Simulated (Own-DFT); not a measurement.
# Point defects and the pressure they add: C40 NbSi2

Calculated, not measured: single-point runs of Own-DFT, a retired in-house plane-wave DFT program that no person has reviewed, on unrelaxed cells, without spin or spin-orbit coupling.

Method: PBE; PseudoDojo norm-conserving scalar-relativistic files; cutoff 42 hartree; 4 x 4 x 5 k mesh centred on Gamma; cold (Marzari-Vanderbilt) smearing of 0.2 eV.

Keep in mind: forces on such cells failed a check on a denser k mesh; stress not checked against mesh or cutoff.

All runs share one cell, with vectors in Å (0.000, 8.324, 0.000); (-9.613, 0.000, 0.000); (0.000, 0.000, 6.586) and a volume of 527.0 Å³. Atoms were moved at random from their sites; u is the rms move along one axis. The defect's site can differ from row to row.

```
                    cell   formula   u (Å)  P (GPa)
               no defect  Nb12Si24  0.0195     1.45
               no defect  Nb12Si24  0.0215     1.52
               no defect  Nb12Si24  0.0489     2.63
          one Si vacancy  Nb12Si23  0.0286     0.91
          one Si vacancy  Nb12Si23  0.0312     1.14
          one Si vacancy  Nb12Si23  0.0475     1.86
two Nb on a Si site each  Nb14Si22  0.0283     7.58
two Nb on a Si site each  Nb14Si22  0.0447     8.17
two Nb on a Si site each  Nb14Si22  0.0465     8.54
two Si on a Nb site each  Nb10Si26  0.0301     1.61
two Si on a Nb site each  Nb10Si26  0.0307     1.52
two Si on a Nb site each  Nb10Si26  0.0425        ?
two Si on a Nb site each  Nb10Si26  0.0516     2.34
        two Nb vacancies  Nb10Si24  0.0330    -0.02
        two Nb vacancies  Nb10Si24  0.0335     0.16
        two Nb vacancies  Nb10Si24  0.0501     0.85
```

## Worked fit

P = P0 + c u² + a shift for each defect gives P0 = 1.27 GPa, c = 558 ± 37 GPa/Å² and a scatter of 0.11 GPa. The shifts, and each times the cell's volume:

- two Nb on a Si site each: 5.91 ± 0.09 GPa, 19.4 eV (9.7 eV for each of its 2 sites)
- two Si on a Nb site each: -0.28 ± 0.09 GPa, -0.9 eV (-0.5 eV for each of its 2 sites)
- one Si vacancy: -0.72 ± 0.09 GPa, -2.4 eV
- two Nb vacancies: -1.81 ± 0.09 GPa, -6.0 eV (-3.0 eV for each of its 2 sites)

Positive is outwards. The product with the volume (160.2 GPa Å³ to the eV) is nearly free of the cell's size; divided by the bulk modulus at the cell's pressure it gives the volume that the defect adds. The atoms around the defects weren't relaxed, which would change these numbers.

## Check

Q: what pressure belongs in the blank (two Si on a Nb site each, u = 0.0425 Å)?

The fitted form gives 1.99 ± 0.12 GPa. Computed: 1.92 GPa.
